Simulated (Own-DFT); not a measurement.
## Calculated data, InAs (zincblende, strongly disordered by large displacements), GaP (zincblende, strongly disordered by large displacements)

Computed with Own-DFT development build. A calculation, not a measurement: plane-wave PBE density functional theory by an unreviewed code, no spin, of a simulated periodic cell, stress positive in tension, free energy of the whole cell less one offset for each atom, forces on such cells passed a denser k mesh, this cell's mesh not checked; broken bonds can close the gap or carry spin, so checks made on this kind of crystal may not hold here; offsets are fitted by least squares, one for each functional and potential file, so energies compare only between cells with the same atoms and settings and are not formation energies; the far tail of each file's local potential was reset to the Coulomb form; each entry is a single point on an unrelaxed cell, so the pressure reflects the starting lattice, mostly measured values (interpolated for alloys), from which strain is counted, and rises with the displacements; printed positions are rounded, which can move forces by about a meV/angstrom; the program, named Own-DFT, is a retired in-house code; no spin-orbit coupling.

Common to all runs: functional PBE; potential files PseudoDojo norm-conserving, scalar-relativistic, standard set; wave cutoff 42 hartree; occupations Fermi-Dirac; smearing width 0.1 eV; k mesh 3 x 3 x 3 centred on Gamma.

(1) InAs (zincblende, strongly disordered by large displacements)

```
CELL_PARAMETERS angstrom
12.11660 0.00000 0.00000
0.00000 12.11660 0.00000
0.00000 0.00000 12.11660
ATOMIC_POSITIONS crystal
In 0.98666 0.00513 0.00853
In 0.98840 0.26238 0.25104
In 0.24794 0.99830 0.26306
In 0.25979 0.21495 0.01560
As 0.12882 0.12533 0.15799
As 0.12138 0.37737 0.36372
As 0.35659 0.12924 0.37119
As 0.35200 0.37412 0.11446
In 0.00306 0.00691 0.49881
In 0.99728 0.26864 0.73327
In 0.25208 0.02123 0.73678
In 0.26412 0.25825 0.49653
As 0.15377 0.11372 0.61326
As 0.14111 0.36426 0.88621
As 0.37804 0.13841 0.85546
As 0.35498 0.40230 0.59716
In 0.99257 0.50300 0.00546
In 0.00679 0.74347 0.24561
In 0.23589 0.48083 0.26673
In 0.24973 0.73039 0.98514
As 0.14550 0.62358 0.15072
As 0.14658 0.89460 0.38351
As 0.36808 0.62635 0.38396
As 0.33939 0.86900 0.12437
In 0.97912 0.50941 0.49689
In 0.96223 0.76444 0.75728
In 0.28345 0.51123 0.73970
In 0.24280 0.72664 0.49668
As 0.16218 0.62182 0.64113
As 0.13083 0.86326 0.85451
As 0.36449 0.61558 0.85204
As 0.34185 0.90530 0.63422
In 0.47422 0.00172 0.99565
In 0.49014 0.21405 0.24793
In 0.74363 0.01157 0.27670
In 0.77916 0.25424 0.01754
As 0.62950 0.10869 0.09197
As 0.58690 0.36068 0.38517
As 0.88146 0.10335 0.40193
As 0.87505 0.36654 0.11770
In 0.47485 0.97980 0.51812
In 0.49753 0.26110 0.75125
In 0.75138 0.03172 0.75921
In 0.74036 0.26704 0.47277
As 0.63756 0.10096 0.59261
As 0.63674 0.37629 0.89120
As 0.85299 0.13964 0.85489
As 0.84827 0.37783 0.59305
In 0.50300 0.50746 0.00597
In 0.49817 0.74129 0.25479
In 0.76692 0.48475 0.25315
In 0.74677 0.73004 0.99287
As 0.62780 0.63497 0.08809
As 0.62553 0.85609 0.40216
As 0.88601 0.62099 0.36405
As 0.87827 0.90945 0.10964
In 0.49388 0.47965 0.47637
In 0.46680 0.74268 0.76323
In 0.74492 0.52426 0.75883
In 0.76158 0.75815 0.49485
As 0.64165 0.62109 0.64119
As 0.60515 0.86471 0.83022
As 0.86440 0.58577 0.90054
As 0.89387 0.88839 0.63872
```

```
hardware                          : one NVIDIA H200
free energy of cell above offsets : 4.663 eV
pressure                          : 9.87 GPa
stress xx                         : -9.94 GPa
stress yy                         : -9.96 GPa
stress zz                         : -9.72 GPa
stress yz                         : 0.45 GPa
stress xz                         : -0.65 GPa
stress xy                         : -1.36 GPa
wall time                         : 1147 s
```

Force:
```tsv
element	x (eV/Å)	y (eV/Å)	z (eV/Å)
In	5.619	3.979	-4.968
In	0.611	-1.774	1.081
In	1.306	0.471	-2.246
In	-0.883	0.468	-0.632
As	-1.536	0.281	-1.891
As	-3.407	-2.681	4.436
As	1.651	-1.238	1.215
As	1.662	0.653	0.829
In	4.096	-2.693	2.77
In	0.624	-0.182	-0.178
In	-1.267	0.821	7.337
In	-2.207	-0.415	-0.291
As	-4.39	4.061	-2.993
As	-0.651	0.551	-0.549
As	-0.739	-0.964	1.611
As	1.763	-2.013	0.956
In	5.373	-1.856	2.204
In	0.168	2.555	-0.248
In	4.188	2.419	-2.532
In	-1.224	0.576	0.428
As	-0.822	0.027	-2.445
As	-3.046	-3.912	2.185
As	1.607	-1.385	-2.005
As	2.049	-0.042	-0.21
In	2.918	-1.122	1.524
In	2.773	-4.009	3.302
In	-4.296	-6.429	-1.622
In	-0.597	3.278	0.119
As	-5.583	1.074	-0.581
As	-0.504	0.886	0.978
As	2.941	1.713	8.454
As	2.142	-7.557	-2.41
In	0.107	-1.56	-0.761
In	1.036	1.34	-2.189
In	-0.827	-1.147	-1.45
In	-4.823	-4.127	-4.186
As	0.416	0.552	2.2
As	3.954	-3.977	-5.928
As	-3.131	4.668	-3.443
As	3.021	3.908	3.421
In	2.172	1.501	-2.064
In	1.808	1.138	-1.709
In	-4.731	-5.392	-4.256
In	-0.121	-2.869	0.241
As	-0.582	1.559	0.473
As	-0.436	-0.143	-0.722
As	5.636	4.117	4.344
As	1.549	1.218	3.053
In	-1.869	-2.102	-1.142
In	0.22	0.48	-0.929
In	-2.234	0.448	-0.011
In	3.444	5.677	-3.271
As	-3.114	-2.11	6.427
As	-2.698	2.185	-2.59
As	-1.616	1.72	-0.555
As	-5.333	-5.902	5.129
In	-1.921	6.319	3.804
In	1.673	2.403	-3.813
In	0.872	-4.301	0.941
In	2.153	-1.907	2.527
As	-3.678	2.855	-4.12
As	2.218	1.822	2.467
As	-0.473	3.614	-2.286
As	-3.032	2.47	-3.227
```

(2) InAs (zincblende, strongly disordered by large displacements)

```
CELL_PARAMETERS angstrom
12.11660 0.00000 0.00000
0.00000 12.11660 0.00000
0.00000 0.00000 12.11660
ATOMIC_POSITIONS crystal
In 0.00437 0.00971 0.99577
In 0.98445 0.24504 0.28035
In 0.25770 0.00660 0.23072
In 0.25778 0.26372 0.01894
As 0.14819 0.11894 0.15000
As 0.14212 0.38670 0.39113
As 0.38058 0.10292 0.37345
As 0.36437 0.37534 0.12718
In 0.00713 0.00469 0.48212
In 0.99875 0.24497 0.73130
In 0.23955 0.99458 0.74104
In 0.28309 0.26411 0.49083
As 0.13412 0.12593 0.60463
As 0.14227 0.37402 0.88213
As 0.37363 0.14379 0.84131
As 0.37786 0.36606 0.62281
In 0.00673 0.49786 0.00200
In 0.00207 0.74428 0.26848
In 0.25727 0.49927 0.22768
In 0.27395 0.74927 0.98821
As 0.12533 0.62730 0.09475
As 0.13878 0.88198 0.36150
As 0.36538 0.65586 0.39586
As 0.38006 0.88645 0.12579
In 0.99848 0.48906 0.50399
In 0.00792 0.74505 0.76867
In 0.22264 0.51819 0.74332
In 0.25283 0.75524 0.49077
As 0.13164 0.61394 0.62388
As 0.11326 0.87067 0.90102
As 0.36575 0.61652 0.90248
As 0.34457 0.87629 0.60491
In 0.49333 0.99377 0.99728
In 0.51597 0.24072 0.25709
In 0.75579 0.99166 0.23881
In 0.75805 0.21783 0.05316
As 0.61668 0.14226 0.14804
As 0.61942 0.35630 0.36905
As 0.90860 0.12280 0.39570
As 0.89253 0.36242 0.13174
In 0.50419 0.99393 0.51259
In 0.49076 0.25774 0.71629
In 0.77515 0.00190 0.72213
In 0.76385 0.23928 0.50158
As 0.65197 0.12447 0.63052
As 0.63678 0.38076 0.84526
As 0.88096 0.12405 0.87208
As 0.85660 0.36788 0.60139
In 0.49020 0.49268 0.97234
In 0.50683 0.78013 0.23168
In 0.76674 0.49061 0.26124
In 0.72663 0.76298 0.99228
As 0.62484 0.59978 0.12291
As 0.63894 0.83095 0.39591
As 0.87304 0.59932 0.34473
As 0.85355 0.87943 0.14408
In 0.47895 0.50078 0.49897
In 0.49303 0.73236 0.75002
In 0.76043 0.49081 0.73219
In 0.77476 0.75950 0.52145
As 0.59592 0.63477 0.58612
As 0.60392 0.87252 0.88885
As 0.88914 0.62896 0.90146
As 0.88423 0.89170 0.61429
```

```
hardware                          : one NVIDIA H200
free energy of cell above offsets : 1.121 eV
pressure                          : 9.6 GPa
stress xx                         : -9.78 GPa
stress yy                         : -10.7 GPa
stress zz                         : -8.33 GPa
stress yz                         : -1.22 GPa
stress xz                         : -1.02 GPa
stress xy                         : 2.47 GPa
wall time                         : 1180 s
```

Force:
```tsv
element	x (eV/Å)	y (eV/Å)	z (eV/Å)
In	-0.463	0.554	2.256
In	3.811	3.142	-2.744
In	3.378	-3.86	3.852
In	-1.679	-3.295	-2.365
As	-5.978	5.362	-4.361
As	-0.2	-0.485	-1.71
As	0.627	1.18	0.274
As	5.188	-0.01	0.724
In	4.811	-4.769	3.313
In	0.667	0.495	0.414
In	-0.539	0.434	1.129
In	-2.017	-2.505	-1.97
As	0.129	0.509	0.461
As	-1.596	-0.228	-1.254
As	-0.648	-1.439	2.364
As	-2.569	5.101	-0.221
In	-0.037	-2.224	-0.455
In	0.45	0.278	-1.713
In	-2.185	2.859	2.454
In	-3.075	3.832	2.708
As	1.07	1.529	2.786
As	-0.843	-0.478	0.288
As	4.647	-4.925	-5.79
As	-1.334	-0.713	-1.118
In	-0.157	0.674	-0.591
In	-0.115	-0.134	-1.043
In	4.214	-4.087	5.031
In	-5.941	1.307	1.875
As	-4.005	4.646	-4.286
As	2.254	-0.273	-1.488
As	0.237	-1.155	-5.524
As	2.909	1.469	3.216
In	-0.48	3.442	-0.403
In	-6.392	2.214	2.425
In	-4.37	4.402	5.369
In	3.108	2.122	-3.782
As	0.688	-6.802	-3.152
As	1.996	2.837	2.619
As	-7.344	1.537	-1.998
As	-0.273	0.302	-0.147
In	1.093	-0.602	-0.298
In	5.044	-2.515	3.067
In	-1.47	0.703	4.197
In	-2.392	-2.031	-3.09
As	-3.145	0.554	-0.749
As	-1.619	-1.691	1.828
As	-0.924	0.536	0.23
As	3.145	2.054	2.36
In	3.32	-2.651	1.953
In	1.758	-3.005	1.671
In	-6.271	-5.513	-4.591
In	1.883	-2.304	2.208
As	-0.361	1.02	-0.151
As	-1.778	2.863	-1.783
As	5.433	5.733	6.35
As	5.119	-4.732	-4.976
In	-0.298	-1.225	-1.783
In	-0.65	0.483	-0.042
In	-0.24	2.734	0.41
In	-0.337	-3.269	-0.776
As	2.662	1.303	1.976
As	0.549	0.296	-3.912
As	-2.367	0.478	-1.724
As	3.906	-2.063	0.181
```

(3) GaP (zincblende, strongly disordered by large displacements)

```
CELL_PARAMETERS angstrom
10.90100 0.00000 0.00000
0.00000 10.90100 0.00000
0.00000 0.00000 10.90100
ATOMIC_POSITIONS crystal
Ga 0.00854 0.98873 0.01139
Ga 0.05507 0.27753 0.24397
Ga 0.22404 0.00685 0.25420
Ga 0.24293 0.20006 0.01604
P 0.06883 0.09931 0.13409
P 0.13552 0.37312 0.41125
P 0.33398 0.06088 0.43998
P 0.35588 0.34885 0.13554
Ga 0.01535 0.94609 0.53017
Ga 0.98876 0.25698 0.78372
Ga 0.32332 0.95850 0.75429
Ga 0.27180 0.26860 0.44672
P 0.08339 0.18683 0.61258
P 0.13707 0.38523 0.82600
P 0.33588 0.12535 0.88601
P 0.31555 0.36310 0.59571
Ga 0.01315 0.46736 0.00400
Ga 0.02743 0.71574 0.24500
Ga 0.20713 0.51372 0.20888
Ga 0.26236 0.73745 0.99646
P 0.06272 0.61133 0.10723
P 0.11923 0.85357 0.42166
P 0.41970 0.63024 0.35199
P 0.38960 0.90036 0.12737
Ga 0.06772 0.48223 0.52758
Ga 0.00153 0.77150 0.74542
Ga 0.26441 0.50191 0.78998
Ga 0.24847 0.74961 0.52455
P 0.11182 0.62936 0.63605
P 0.13841 0.86243 0.88567
P 0.34145 0.63399 0.87452
P 0.37241 0.82856 0.62307
Ga 0.48974 0.01817 0.03455
Ga 0.50506 0.24512 0.25855
Ga 0.70974 0.99089 0.26838
Ga 0.80096 0.22308 0.95979
P 0.65507 0.14579 0.13498
P 0.60695 0.41102 0.34187
P 0.88949 0.14850 0.38183
P 0.83696 0.33694 0.13212
Ga 0.51468 0.04378 0.56352
Ga 0.49946 0.27881 0.71995
Ga 0.76080 0.99930 0.74461
Ga 0.72805 0.22967 0.43057
P 0.64228 0.16011 0.66680
P 0.67504 0.43135 0.91605
P 0.87473 0.06649 0.93293
P 0.82578 0.37691 0.56868
Ga 0.42795 0.56967 0.01730
Ga 0.48441 0.80022 0.23742
Ga 0.74947 0.45154 0.24610
Ga 0.81062 0.73017 0.01487
P 0.57912 0.61532 0.11627
P 0.63214 0.84994 0.33835
P 0.88441 0.60849 0.37735
P 0.86698 0.88243 0.10098
Ga 0.53647 0.56741 0.46834
Ga 0.52656 0.73690 0.74687
Ga 0.69431 0.49344 0.75204
Ga 0.74553 0.83835 0.47261
P 0.62415 0.63619 0.62221
P 0.68918 0.91230 0.88036
P 0.84054 0.65131 0.79209
P 0.86912 0.89911 0.62744
```

```
hardware                          : one NVIDIA H100
free energy of cell above offsets : 42.860 eV
pressure                          : 18.85 GPa
stress xx                         : -17.4 GPa
stress yy                         : -18.52 GPa
stress zz                         : -20.61 GPa
stress yz                         : -4.51 GPa
stress xz                         : -0.87 GPa
stress xy                         : 1.51 GPa
wall time                         : 617.1 s
```

Force:
```tsv
element	x (eV/Å)	y (eV/Å)	z (eV/Å)
Ga	5.956	-8.364	-2.731
Ga	-2.445	0.562	-0.598
Ga	0.464	-0.815	0.643
Ga	-4.206	3.557	5.429
P	4.691	5.08	5.416
P	-2.506	0.102	-8.551
P	0.109	1.057	-0.547
P	-1.047	0.591	-0.755
Ga	0.2	7.181	1.304
Ga	-1.81	-0.895	-0.689
Ga	-2.192	1.878	2.716
Ga	5.528	-8.225	-2.316
P	-0.039	-1.61	-1.088
P	-4.927	-4.196	3.997
P	5.948	-2.961	-5.867
P	3.31	3.28	5.982
Ga	-1.997	-4.437	-3.202
Ga	-3.209	5.048	6.866
Ga	2.456	-1.857	1.773
Ga	-3.987	4.388	5.592
P	3.177	0.797	-4.197
P	2.917	-2.283	-7.928
P	-7.16	3.114	-4.508
P	-8.686	-0.287	-1.578
Ga	-6.287	2.877	3.43
Ga	0.334	-0.375	0.615
Ga	0.598	-1.079	-6.629
Ga	-2.793	-4.879	-3.595
P	1.905	1.981	2.24
P	-0.262	1.364	-0.81
P	4.822	3.72	-6.374
P	6.799	2.501	2.164
Ga	4.166	4.814	-4.211
Ga	-0.639	-0.23	-0.194
Ga	4.982	6.9	-3.737
Ga	-4.077	7.998	0.675
P	-1.653	-0.399	-0.352
P	-5.406	-2.922	4.957
P	3.098	-3.116	-1.152
P	4.834	-2.014	-2.654
Ga	-1.311	-1.561	-1.305
Ga	-3.144	2.389	1.527
Ga	0.963	5.44	-2.871
Ga	-3.169	2.61	1.989
P	3.184	-0.503	-1.439
P	-1.549	-4.126	6.48
P	-4.128	-2.318	-6.797
P	0.908	0.78	1.428
Ga	1.297	-4.681	3.714
Ga	0.818	-6.702	2.291
Ga	4.247	6.05	-0.991
Ga	-2.429	-4.65	-3.838
P	4.3	1.717	2.305
P	-4.029	-3.51	0.632
P	-0.419	-0.199	0.094
P	0.172	1.954	5.083
Ga	2.625	-3.647	2.603
Ga	-1.868	3.088	3.218
Ga	2.044	0.842	-7.064
Ga	4.246	-2.575	5.344
P	3.425	-0.458	-0.986
P	-5.306	-4.981	6.301
P	0.012	-0.067	2.625
P	-1.853	-2.743	0.124
```

(4) GaP (zincblende, strongly disordered by large displacements)

```
CELL_PARAMETERS angstrom
10.90100 0.00000 0.00000
0.00000 10.90100 0.00000
0.00000 0.00000 10.90100
ATOMIC_POSITIONS crystal
Ga 0.97765 0.99068 0.00962
Ga 0.99750 0.25580 0.27071
Ga 0.24943 0.98521 0.25071
Ga 0.22887 0.25763 0.96247
P 0.14810 0.14137 0.10493
P 0.10710 0.39619 0.37489
P 0.36669 0.13047 0.38312
P 0.38053 0.37721 0.13448
Ga 0.98461 0.99926 0.50782
Ga 0.99056 0.25892 0.72553
Ga 0.25490 0.00089 0.75640
Ga 0.23381 0.22037 0.51900
P 0.10840 0.10631 0.64159
P 0.09965 0.36635 0.89776
P 0.37591 0.12528 0.89602
P 0.34680 0.34512 0.63322
Ga 0.98983 0.49652 0.02440
Ga 0.00236 0.76544 0.26862
Ga 0.23768 0.51460 0.27736
Ga 0.23875 0.76099 0.01960
P 0.12120 0.58128 0.14424
P 0.11693 0.87620 0.36821
P 0.37741 0.62795 0.35067
P 0.38092 0.90705 0.11275
Ga 0.01595 0.49625 0.49151
Ga 0.98340 0.73664 0.73006
Ga 0.26676 0.49260 0.72360
Ga 0.25547 0.76973 0.53080
P 0.10743 0.62956 0.60850
P 0.12771 0.87653 0.92491
P 0.39070 0.62300 0.88524
P 0.38847 0.86617 0.61113
Ga 0.51473 0.99941 0.00979
Ga 0.50627 0.22309 0.25322
Ga 0.74089 0.99059 0.27487
Ga 0.77503 0.28267 0.97385
P 0.59782 0.12005 0.12679
P 0.62563 0.35116 0.36536
P 0.87838 0.14897 0.39638
P 0.87327 0.34229 0.16279
Ga 0.49051 0.99428 0.47917
Ga 0.46620 0.25474 0.74229
Ga 0.70371 0.96419 0.71763
Ga 0.75588 0.25488 0.51767
P 0.61758 0.11867 0.63165
P 0.64885 0.38345 0.90394
P 0.87986 0.11458 0.86743
P 0.87070 0.38382 0.58519
Ga 0.51821 0.50153 0.97702
Ga 0.53562 0.74686 0.24843
Ga 0.75932 0.48658 0.27075
Ga 0.75054 0.74721 0.99088
P 0.59580 0.61454 0.14756
P 0.61124 0.88739 0.41605
P 0.89600 0.65599 0.37031
P 0.86130 0.87080 0.11504
Ga 0.50476 0.52983 0.49053
Ga 0.49644 0.76819 0.74967
Ga 0.73526 0.49163 0.73759
Ga 0.71043 0.75624 0.50514
P 0.63021 0.63557 0.63713
P 0.62001 0.86927 0.87442
P 0.86717 0.64350 0.91465
P 0.85877 0.86072 0.63288
```

```
hardware                          : one NVIDIA H100
free energy of cell above offsets : 2.434 eV
pressure                          : 11.12 GPa
stress xx                         : -12.68 GPa
stress yy                         : -11.8 GPa
stress zz                         : -8.87 GPa
stress yz                         : -1.02 GPa
stress xz                         : -0.31 GPa
stress xy                         : 3.37 GPa
wall time                         : 557.9 s
```

Force:
```tsv
element	x (eV/Å)	y (eV/Å)	z (eV/Å)
Ga	1.75	2.768	-0.311
Ga	4.155	-2.593	-0.06
Ga	-0.013	2.556	-0.503
Ga	4.901	-1.864	2.898
P	-2.574	-2.236	3.514
P	4.3	-5.39	-1.941
P	-0.716	-0.954	-0.711
P	-0.287	-0.242	-0.753
Ga	-0.18	-0.621	-0.442
Ga	-0.389	0.186	1.946
Ga	0.264	-0.677	1.315
Ga	-0.919	0.424	-1.479
P	0.503	-0.21	-0.274
P	-3.466	3.969	-4.795
P	0.367	0.258	-2.116
P	0.052	1.926	-3.984
Ga	-1.749	-1.172	-0.438
Ga	0.268	-0.238	-6.142
Ga	2.328	-2.928	-0.464
Ga	2.983	-3.808	2.396
P	-0.5	5.211	-1.642
P	2.567	2.337	3.373
P	0.982	2.542	2.919
P	-1.316	-4.374	2.292
Ga	-4.108	3.958	2.196
Ga	0.297	-0.116	3.503
Ga	-2.332	3.266	3.24
Ga	-4.108	-3.656	-4.322
P	2.864	-0.002	1.621
P	-2.075	1.876	-5.325
P	-2.405	1.318	-2.183
P	1.342	3.88	2.918
Ga	-0.287	-0.768	-3.577
Ga	-3.094	3.054	1.024
Ga	0.497	1.184	-1.421
Ga	5.693	-6.127	3.905
P	5.887	0.162	0.27
P	-0.06	1.554	2.515
P	-0.361	-3.405	-0.657
P	-3.135	3.36	-4.568
Ga	-5.59	6.496	3.893
Ga	3.811	-3.346	3.479
Ga	2.157	0.911	1.662
Ga	-4.553	-2.82	-1.652
P	-1.368	2.161	-1.362
P	-4.094	2.124	-5.827
P	-1.501	1.117	-0.889
P	1.812	3.027	4.444
Ga	-2.208	0.447	3.521
Ga	-3.736	6.226	3.365
Ga	-0.084	1.408	-0.584
Ga	-6.487	3.821	4.325
P	4.886	-4.893	-4.458
P	4.475	-3.505	-6.989
P	-5.299	-4.538	3.62
P	-0.619	-0.166	3.509
Ga	-0.029	-1.853	-0.434
Ga	-0.466	-2.565	1.162
Ga	1.873	-0.386	1.043
Ga	5.139	-1.985	0.137
P	-2.246	-1.195	0.458
P	-0.065	0.487	1.591
P	6.24	-6.369	-5.974
P	0.026	0.991	-1.778
```
